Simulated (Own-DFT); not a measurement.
# One trend across several semiconductors

Calculated, not measured: single-point runs of Own-DFT, a retired in-house plane-wave DFT program that no person has reviewed, on unrelaxed cells, without spin or spin-orbit coupling.

Known weak points (not all hold for every row): forces on such cells moved up to 12 meV/angstrom on a denser k mesh; forces not confirmed at this smearing and k mesh; k mesh not checked against a denser one; forces on such cells passed a denser k mesh, each cell not checked; stress not checked against mesh or cutoff.

All runs are PBE with PseudoDojo norm-conserving files; cutoff and k mesh are each material's own. Every cell starts from measured lattice constants and was given uniform random strains and small random moves of its atoms. Each triple is the change of volume in per cent, the rms move u in Å and the pressure in GPa.

- 2H SiC (C36Si36), 10.36 Å³/atom unstrained: (-3.11, 0.048, 12.83); (-1.95, 0.053, 10.44); (-0.70, 0.049, 7.36); (0.66, 0.049, 4.65); (0.79, 0.047, 3.67); (1.05, 0.054, 3.46); (2.38, 0.050, -0.21)
- wurtzite AlN (Al36N36), 10.45 Å³/atom unstrained: (-3.70, 0.050, 14.78); (-3.26, 0.050, 13.42); (-2.77, 0.050, 12.56); (-0.13, 0.046, 5.51); (0.75, 0.049, 4.61); (1.57, 0.050, 2.69); (3.50, 0.050, -1.65)
- wurtzite GaN (Ga36N36), 11.42 Å³/atom unstrained: withheld
- diamond silicon (Si64), 20.02 Å³/atom unstrained: (-3.43, 0.047, 6.11); (-0.64, 0.049, 3.48); (-0.50, 0.049, 3.14); (-0.31, 0.054, 3.19); (0.00, 0.051, 2.84); (0.46, 0.050, 2.43); (3.80, 0.047, -0.90)
- zincblende GaAs (As32Ga32), 22.58 Å³/atom unstrained: (-3.48, 0.052, 7.08); (-0.18, 0.048, 4.20); (0.63, 0.050, 3.71); (0.87, 0.048, 3.56); (1.20, 0.047, 3.25); (2.08, 0.052, 2.58); (3.77, 0.052, 1.35)
- zincblende InP (In48P48), 25.27 Å³/atom unstrained: (-2.56, 0.052, 5.87); (-1.19, 0.046, 4.71); (-1.06, 0.052, 4.57); (-0.89, 0.053, 4.41); (-0.03, 0.051, 3.79); (0.20, 0.048, 3.57); (2.36, 0.052, 1.98)
- grey tin (Sn64), 34.15 Å³/atom unstrained: (-2.44, 0.053, 5.02); (-2.19, 0.049, 5.04); (-1.39, 0.047, 4.46); (-1.03, 0.048, 4.21); (-0.48, 0.049, 3.93); (0.02, 0.050, 3.77); (1.35, 0.053, 3.16)

## Working it out

Fit a line to each set against the fractional change of volume; B is minus its slope, and u is nearly the same within a set. To take it to zero pressure, assume that B rises by 4 GPa for each GPa: B0 = B - 4 x (mean pressure). The bond length of an ideal tetrahedral crystal with the unstrained volume v is d = (√3/4)(8 v)^(1/3). Cohen's empirical rule reads B0 = (1971 - 220 L) d^(-3.5) GPa, with L = 0 for group IV crystals and SiC and 1 for III-V compounds.

```
                  material  L  d (Å)  B (GPa)  mean P (GPa)  B0 (GPa)  rule (GPa)
          2H SiC (C36Si36)  0  1.888  235 ± 7           6.0   211 ± 7         213
    wurtzite AlN (Al36N36)  1  1.893  227 ± 7           7.4   197 ± 7         188
    wurtzite GaN (Ga36N36)  1  1.950        ?             ?         ?         169
    diamond silicon (Si64)  0  2.352   97 ± 2           2.9    85 ± 2          99
zincblende GaAs (As32Ga32)  1  2.448   79 ± 2           3.7    64 ± 2          76
  zincblende InP (In48P48)  1  2.541   78 ± 2           4.1    62 ± 2          67
           grey tin (Sn64)  0  2.810   52 ± 3           4.2    35 ± 3          53
```

A line through ln[B0/(1971 - 220 L)] against ln d has a slope of -4.4 ± 0.3 and a scatter of 10 %. Against the rule, B0 stands at 99 % for 2H SiC, 105 % for wurtzite AlN, 86 % for diamond silicon, 84 % for zincblende GaAs, 93 % for zincblende InP, 65 % for grey tin. PBE tends to make silicon and heavier crystals too soft, and the rule itself is only a guide.

## Test on the hidden row

Asked: what B0 does the fitted trend give for wurtzite GaN (Ga36N36)?

From the line: 172 GPa. Its own runs give B = 207 ± 11 GPa at a mean pressure of 7.4 GPa, so B0 = 178 GPa.
